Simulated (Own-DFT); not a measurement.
# Computed records: AlGa₇N₈ (wurtzite random alloy, atoms displaced), SiGe (diamond-structure random alloy, atoms displaced)

All values are calculated (Own-DFT development build). A calculation, not a measurement: plane-wave PBE density functional theory by an unreviewed code, no spin, of a simulated periodic cell, stress positive in tension, free energy of the whole cell less one offset for each atom, forces on such cells passed a denser k mesh, this cell's mesh not checked; offsets are fitted by least squares, one for each functional and potential file, so energies compare only between cells with the same atoms and settings and are not formation energies; the far tail of each file's local potential was reset to the Coulomb form; each entry is a single point on an unrelaxed cell, so the pressure reflects the starting lattice, mostly measured values, from which strain is counted, and rises with the displacements; printed positions are rounded, which can move forces by about a meV/angstrom; the program is a retired in-house code; no spin-orbit coupling.

Common to all runs: functional PBE; potential files PseudoDojo norm-conserving, scalar-relativistic, standard set; wave cutoff 42 hartree; occupations Fermi-Dirac; k mesh 3 x 3 x 3 centred on Gamma.

(1) AlGa₇N₈ (wurtzite random alloy, atoms displaced)

```
AlGa7N8
1.0
     12.7175     0.0000     0.0000
     -6.3588    11.0137     0.0000
      0.0000     0.0000    10.3192
Ga N Ga Al N Ga N Ga N Ga N Ga N Ga N Ga N Ga N Ga N Al N Ga N Ga N Ga N Ga N Ga N Ga N Ga N Ga N Ga N Al Ga N Ga N Ga N Ga N Ga N Ga N Ga Al N Ga N Al Ga N Ga Al N Al Ga N Ga N
2 2 1 1 2 2 2 2 2 2 2 2 2 2 2 2 2 2 2 2 2 2 2 2 2 2 2 2 2 2 2 2 2 2 2 2 2 2 2 2 2 1 1 2 2 2 2 2 2 2 2 2 2 2 1 1 2 2 2 1 1 2 1 1 2 1 1 2 2 2
Direct
  0.09070 0.16623 0.99850
  0.17054 0.07818 0.24754
  0.07649 0.16481 0.20254
  0.17570 0.09137 0.43877
  0.08627 0.16963 0.48942
  0.17244 0.09490 0.75571
  0.08519 0.17556 0.69899
  0.17415 0.09442 0.93233
  0.09328 0.42298 0.99250
  0.16483 0.32905 0.24940
  0.07216 0.41023 0.18792
  0.17182 0.33249 0.43996
  0.09160 0.42322 0.50411
  0.17366 0.33410 0.75517
  0.07197 0.41743 0.67831
  0.15454 0.32731 0.93343
  0.08507 0.67115 0.99856
  0.17147 0.59224 0.23427
  0.08127 0.67270 0.19728
  0.17464 0.58576 0.43625
  0.08595 0.66403 0.49495
  0.16803 0.57820 0.74800
  0.08331 0.68166 0.68992
  0.17299 0.58318 0.93627
  0.07710 0.90855 0.00768
  0.17530 0.84002 0.24997
  0.08020 0.91649 0.18809
  0.16412 0.83126 0.43979
  0.06942 0.91392 0.49270
  0.16199 0.82627 0.77008
  0.08950 0.92113 0.68042
  0.16586 0.84418 0.92989
  0.33190 0.15968 0.99429
  0.41311 0.08943 0.25160
  0.33113 0.16093 0.17472
  0.41595 0.08517 0.44565
  0.32283 0.16360 0.49071
  0.42319 0.08747 0.74064
  0.33322 0.17580 0.68360
  0.41604 0.09240 0.92791
  0.31934 0.40994 0.99914
  0.42327 0.33706 0.24482
  0.33598 0.41627 0.18804
  0.42767 0.35411 0.44159
  0.33006 0.41753 0.49446
  0.41519 0.32500 0.74097
  0.32942 0.41506 0.68358
  0.41369 0.33529 0.93711
  0.32544 0.66792 0.00161
  0.40744 0.58089 0.24879
  0.32191 0.66680 0.18828
  0.40349 0.58579 0.44055
  0.34030 0.67161 0.49830
  0.41789 0.59421 0.75400
  0.34675 0.67154 0.69190
  0.41387 0.58819 0.94206
  0.32219 0.91490 0.00405
  0.41402 0.81892 0.24448
  0.34149 0.92295 0.18355
  0.41760 0.82558 0.44497
  0.33976 0.92593 0.50297
  0.42021 0.82500 0.75611
  0.33087 0.91205 0.68574
  0.42104 0.83195 0.94105
  0.59542 0.18001 0.00515
  0.66702 0.07769 0.24280
  0.58717 0.17005 0.18521
  0.67265 0.09867 0.44098
  0.58527 0.16587 0.49580
  0.67598 0.08366 0.74508
  0.56800 0.15402 0.69134
  0.66695 0.07956 0.94762
  0.58748 0.41822 0.98105
  0.66225 0.33736 0.24768
  0.58066 0.40308 0.18294
  0.67821 0.33844 0.43302
  0.58127 0.40443 0.50310
  0.66930 0.32780 0.75214
  0.58761 0.42070 0.68600
  0.67263 0.34492 0.93968
  0.58745 0.66529 0.99991
  0.66655 0.57823 0.24257
  0.57407 0.67486 0.19153
  0.66110 0.57590 0.45024
  0.58140 0.65262 0.48987
  0.66401 0.58886 0.75328
  0.58003 0.66268 0.69855
  0.65348 0.57770 0.94097
  0.58398 0.91914 0.00196
  0.66952 0.82062 0.25451
  0.58910 0.93030 0.17365
  0.67708 0.84330 0.45014
  0.58157 0.91010 0.49899
  0.65551 0.83023 0.74548
  0.58843 0.91381 0.68156
  0.67329 0.82998 0.94054
  0.81665 0.16665 0.00202
  0.91406 0.07137 0.25375
  0.82237 0.15708 0.19589
  0.90840 0.07203 0.45774
  0.82204 0.16586 0.49488
  0.92484 0.08736 0.74153
  0.82604 0.16071 0.68844
  0.90855 0.06913 0.92880
  0.83307 0.41852 0.00394
  0.91823 0.33361 0.23841
  0.84704 0.43164 0.18252
  0.89716 0.33111 0.44669
  0.81891 0.41667 0.49924
  0.92423 0.33715 0.75313
  0.83636 0.41853 0.68257
  0.91261 0.32864 0.93951
  0.81942 0.65555 0.00065
  0.91595 0.56995 0.24547
  0.83523 0.67164 0.18775
  0.91403 0.58285 0.43330
  0.83430 0.67031 0.48272
  0.91807 0.59580 0.74695
  0.83659 0.66095 0.68989
  0.91599 0.58474 0.94027
  0.84603 0.92935 0.98907
  0.91668 0.83458 0.24777
  0.84201 0.90681 0.17288
  0.91769 0.83375 0.42309
  0.82804 0.91377 0.51190
  0.91713 0.84711 0.75979
  0.82854 0.91382 0.69137
  0.91684 0.83861 0.93688
```

Settings of this run: smearing width 0.05 eV.

Results for AlGa₇N₈ (wurtzite random alloy, atoms displaced): free energy of cell above offsets 38.417 eV; pressure 11.17 GPa; stress xx -12.2 GPa; stress yy -11.65 GPa; stress zz -9.65 GPa; stress yz -1.17 GPa; stress xz -0.47 GPa; stress xy -1.55 GPa.

Force:
```csv
element,x (eV/Å),y (eV/Å),z (eV/Å)
Ga,-2.86,-1.029,0.781
Ga,-1.263,1.094,0.182
N,1.812,-0.426,-1.835
N,-3.825,-2.966,-2.206
Ga,-1.02,-0.918,1.813
Al,0.073,-1.543,-2.329
N,2.012,-1.107,-1.998
N,-0.257,-2.102,0.57
Ga,-2.476,-1.804,1.689
Ga,-0.549,1.012,0.39
N,2.403,1.665,-0.843
N,-1.979,0.184,-1.033
Ga,-1.561,-1.142,-2.649
Ga,-0.981,0.847,-1.866
N,3.099,0.932,2.288
N,1.933,0.944,1.74
Ga,-0.736,-0.648,0.476
Ga,-3.708,-3.379,3.146
N,1.068,0.133,-2.155
N,-0.699,-0.093,-0.417
Ga,-0.801,0.459,0.582
Ga,-0.807,1.606,-1.036
N,0.995,-3.973,-0.411
N,-2.6,0.363,-0.498
Ga,-1.192,1.522,-1.322
Ga,-0.594,-0.265,1.145
N,1.44,-0.059,0.289
N,0.355,1.254,-0.785
Ga,3.114,0.615,1.756
Ga,0.273,2.658,-8.43
N,-1.272,1.175,1.605
N,0.484,-1.096,6.876
Ga,-0.265,2.264,-0.631
Ga,2.215,-0.628,-0.135
N,-0.687,1.942,2.507
N,-0.085,1.328,-1.812
Ga,3.92,3.098,2.702
Ga,-5.426,-3.48,1.958
N,-0.145,-3.797,-1.028
N,2.489,-1.582,0.741
Al,2.145,1.358,-0.591
Al,-1.005,-0.63,0.398
N,-0.319,-0.724,-0.799
N,-0.234,-3.085,-2.866
Ga,0.678,0.948,1.538
Ga,-0.292,4.06,1.51
N,0.642,1.21,0.569
N,-0.612,0.067,0.118
Ga,3.03,0.991,-0.379
Ga,0.209,0.017,0.328
N,3.605,-0.482,-1.716
N,4.306,-1.477,-1.802
Ga,-2.665,-0.593,2.239
Ga,2.445,-3.534,0.944
N,-3.763,-0.932,-1.764
N,0.739,-1.407,1.194
Ga,2.559,1.904,-1.706
Ga,0.346,4.647,1.27
N,-0.264,-0.78,1.348
N,-0.802,3.135,-2.404
Ga,-0.691,-2.852,0.234
Ga,-1.433,3.137,-0.591
N,0.587,0.132,1.533
N,-1.87,0.298,0.239
Ga,-1.58,-1.883,-1.468
Ga,-2.472,1.476,2.573
N,-0.595,0.139,1.436
N,-1.74,-4.847,-2.227
Ga,-1.262,1.02,1.003
Ga,-3.134,-1.644,1.477
N,6.35,3.873,-2.141
N,-3.009,0.357,-2.875
Ga,-2.941,-1.607,1.733
Ga,3.687,-1.519,0.77
N,-2.8,2.838,-1.069
N,-5.482,-3.109,-1.459
Ga,0.573,1.267,0.31
Ga,-0.176,0.842,-1.136
N,0.174,-1.028,1.352
N,1.463,-1.795,-0.727
Al,-2.849,1.342,0.186
Ga,-0.514,0.019,0.907
N,1.105,-3.824,-1.663
N,2.106,-0.291,-2.74
Ga,-3,2.028,2.061
Ga,2.153,-0.828,-1.203
N,-0.489,0.667,-2.183
N,1.939,1.943,0.428
Ga,1.286,-1.687,-2.117
Ga,0.076,4.621,0.306
N,-0.022,-4.543,3.757
N,-1.558,-3.418,-2.796
Ga,-0.473,1.742,-0.383
Ga,3.026,-0.512,1.975
N,-2.404,1.219,0.803
N,-0.552,0.089,0.01
Ga,4.863,0.421,0.855
Ga,-1.544,-0.246,0.383
N,3.155,2.83,-1.11
N,0.595,2.661,-2.349
Ga,3.687,1.599,1.604
Ga,-2.147,-0.89,0.771
N,2.719,2.296,-0.646
N,0.163,5.677,-0.065
Ga,1.157,0.634,-1.572
Al,-2.066,-1.449,2.51
N,-0.282,-7.58,-0.948
N,3.476,0.777,-2.688
Ga,4.839,2.83,1.964
Ga,-2.865,-1.656,-0.652
N,-0.503,0.601,2.075
N,0.272,1.206,0.337
Al,1.079,1.904,-0.283
Ga,-1.111,6.754,2.935
N,-0.18,-2.084,-1.129
N,0.502,0.051,0.037
Ga,0.398,-0.722,2.128
Al,2.33,-2.536,0.658
N,-3.396,2.283,-0.908
N,-0.585,0.809,-0.778
Al,-1.328,-5.173,1.893
Ga,1.145,-0.94,-0.969
N,-3.306,1.828,0.333
N,-1.908,-0.06,2.208
Ga,2.436,-0.226,-0.121
Ga,2.239,-1.564,-2.35
N,-0.32,0.345,0.439
N,0.362,-1.79,1.873
```

(2) SiGe (diamond-structure random alloy, atoms displaced)

```
SiGe
1.0
     11.0890     0.0000     0.0000
      0.0000    11.0890     0.0000
      0.0000     0.0000    11.0890
Ge Si Ge Si Ge Si Ge Si Ge Si Ge Si Ge Si Ge Si Ge Si Ge Si Ge Si Ge Si Ge Si Ge Si Ge Si Ge Si Ge Si Ge
1 3 3 1 1 1 1 1 2 4 1 2 2 2 3 1 2 2 5 1 1 1 1 4 1 2 1 1 3 1 1 1 2 4 1
Direct
  0.00667 0.00555 0.99882
  0.00741 0.25857 0.25529
  0.25427 0.00837 0.25006
  0.25418 0.25070 0.99732
  0.12671 0.11817 0.12073
  0.13320 0.37189 0.37546
  0.37360 0.12449 0.36745
  0.36643 0.36055 0.13073
  0.99855 0.00323 0.49525
  0.99357 0.25712 0.75196
  0.24756 0.99389 0.75301
  0.25240 0.25245 0.50159
  0.12741 0.12513 0.61867
  0.12633 0.38056 0.87075
  0.38125 0.13173 0.87486
  0.37909 0.37002 0.62762
  0.00462 0.49876 0.00127
  0.99876 0.75528 0.25675
  0.25744 0.50348 0.26120
  0.23749 0.75393 0.99357
  0.12366 0.62622 0.12258
  0.11996 0.87047 0.37586
  0.37681 0.62553 0.37069
  0.37600 0.87345 0.12660
  0.99830 0.49957 0.48963
  0.99007 0.76218 0.74751
  0.24757 0.50766 0.75402
  0.24963 0.74341 0.48736
  0.10554 0.63260 0.62470
  0.12094 0.87435 0.87296
  0.37406 0.63051 0.87201
  0.37414 0.88199 0.62644
  0.50286 0.99615 0.99858
  0.50643 0.25493 0.24618
  0.73990 0.99002 0.24744
  0.74601 0.25196 0.99372
  0.62907 0.12602 0.12597
  0.62052 0.36644 0.36855
  0.87823 0.12096 0.37629
  0.87261 0.37467 0.12668
  0.51017 0.99854 0.51026
  0.50944 0.25166 0.74462
  0.74890 0.00397 0.75066
  0.74330 0.24521 0.49300
  0.62989 0.13361 0.62410
  0.63558 0.37923 0.88053
  0.87464 0.13009 0.87525
  0.87063 0.37877 0.63289
  0.50078 0.49984 0.00124
  0.50318 0.75459 0.23949
  0.75290 0.50200 0.25980
  0.74596 0.74606 0.99747
  0.62152 0.63321 0.11961
  0.62420 0.87372 0.38135
  0.87001 0.61913 0.36961
  0.87761 0.87611 0.12302
  0.49623 0.50324 0.50100
  0.50676 0.75553 0.75074
  0.75224 0.50056 0.74126
  0.75063 0.74603 0.50765
  0.63218 0.62319 0.63887
  0.62537 0.87844 0.87957
  0.87331 0.63453 0.86386
  0.88196 0.88177 0.61570
```

It was run with smearing width 0.1 eV.

Results for SiGe (diamond-structure random alloy, atoms displaced): free energy of cell above offsets -2.257 eV; pressure 3.58 GPa; stress xx -3.66 GPa; stress yy -3.61 GPa; stress zz -3.46 GPa; stress yz -0.18 GPa; stress xz -0.6 GPa; stress xy 0 GPa.

Force:
```csv
element,x (eV/Å),y (eV/Å),z (eV/Å)
Ge,-1.49,-0.728,-0.528
Si,-0.986,-1.686,-0.809
Si,-0.724,-2.123,-0.665
Si,-0.592,-0.435,-0.349
Ge,0.892,2.089,1.168
Ge,-0.42,0.661,0.818
Ge,1.272,0.484,1.867
Si,0.834,2.012,-0.633
Ge,0.889,0.339,-0.216
Si,0.795,-0.401,-0.659
Ge,0.859,1.524,-0.117
Si,0.831,-0.382,0.074
Ge,-0.421,0.633,1.023
Ge,-0.276,-0.904,0.899
Si,-0.06,-0.907,0.074
Si,-0.722,1.246,-0.499
Si,-0.934,0.885,-0.339
Si,-0.62,-1.605,-1.369
Ge,-1.216,-0.974,-2.643
Si,1.527,-0.624,1.43
Si,-0.045,0.228,0.74
Ge,1.127,1.37,-0.618
Ge,1.983,0.538,0.451
Si,-1.272,0.978,-1.111
Si,-0.459,-0.123,1.285
Ge,0.587,-0.72,0.072
Ge,-0.046,-0.097,-2.058
Ge,-0.407,0.802,2.505
Si,1.442,-0.91,-0.739
Ge,-0.201,0.132,0.124
Ge,0.424,0.165,1.107
Si,0.435,-1.099,-0.895
Si,-0.779,0.728,0.351
Ge,-1.661,-1.502,-0.948
Ge,1.72,1.081,0.517
Ge,0.759,-0.347,1.209
Ge,-0.75,-0.482,-0.815
Ge,1.049,2.407,1.836
Si,-0.943,1.098,-1.262
Ge,0.44,0.507,0.226
Si,-1.263,0.803,-0.331
Ge,-0.243,0.499,1.277
Si,-0.043,-0.205,-0.312
Si,1.61,0.414,0.647
Si,0.308,-1.452,-0.112
Si,-1.644,0.985,-1.079
Ge,0.23,-0.5,-0.548
Si,0.88,-1.116,-2.716
Si,-0.822,-0.749,0.078
Ge,-0.624,0.175,1.492
Si,-1.375,-0.595,-1.821
Ge,1.196,0.936,-0.796
Ge,0.613,-2.368,0.735
Ge,-0.193,-0.828,0.565
Si,0.946,1.57,1.33
Ge,-0.009,-0.486,-0.019
Si,0.84,-0.46,0.68
Ge,-0.505,0.287,-0.237
Ge,0.29,-0.089,2.309
Si,0.244,-0.499,-0.602
Si,-1.637,0.814,-2.36
Si,0.476,0.348,-0.608
Si,0.174,-1.465,1.298
Ge,-2.294,0.119,0.625
```
